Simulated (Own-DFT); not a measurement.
# One host, several defects: diamond germanium

No measurement is shown. These are fixed-geometry runs of a retired plane-wave code named Own-DFT, which no person has reviewed; spin and spin-orbit coupling are neglected.

Common settings: PBE; PseudoDojo norm-conserving scalar-relativistic files; cutoff 42 hartree; 5 x 5 x 5 k mesh centred on Gamma; Fermi-Dirac smearing of 0.1 eV.

Known weak points (not all hold for every row): not probed for a lower state with spin; k mesh not checked against a denser one; stress not checked against mesh or cutoff.

All runs share one cell, with vectors in Å (0.000, 5.658, 5.658); (5.658, 0.000, 5.658); (5.658, 5.658, 0.000) and a volume of 362.3 Å³. Atoms were moved at random from their sites; u is the rms move along one axis. The defect's site can differ from row to row.

| cell | formula | u (Å) | P (GPa) |
|---|---|---|---|
| no defect | Ge16 | 0.0217 | 3.89 |
| no defect | Ge16 | 0.0469 | 4.29 |
| no defect | Ge16 | 0.0504 | 4.37 |
| one Ge vacancy | Ge15 | 0.0283 | 2.64 |
| one Ge vacancy | Ge15 | 0.0312 | 2.80 |
| one Ge vacancy | Ge15 | 0.0314 | 2.48 |
| one added Ge | Ge17 | 0.0283 | 10.59 |
| one added Ge | Ge17 | 0.0298 | ? |
| one added Ge | Ge17 | 0.0513 | 11.75 |
| one added Ge | Ge17 | 0.0573 | 11.49 |

## Working it out

P = P0 + c u² + a shift for each defect gives P0 = 3.59 GPa, c = 340 ± 95 GPa/Å² and a scatter of 0.23 GPa. The shifts, and each times the cell's volume:

- one added Ge: 6.93 ± 0.19 GPa, 15.7 eV
- one Ge vacancy: -1.27 ± 0.20 GPa, -2.9 eV

A positive shift means that the defect pushes the cell outwards. Shift times volume (160.2 GPa Å³ is 1 eV) depends little on the cell's size, so, taken for each site, it can be compared between cells at like pressure. The atoms around the defects weren't relaxed, which would change these numbers.

## Test on the hidden row

Q: what pressure belongs in the blank (one added Ge, u = 0.0298 Å)?

The fit gives 10.82 ± 0.29 GPa. Computed: 12.05 GPa. The miss is larger than the scatter suggests: chance, or a term that the fit lacks.
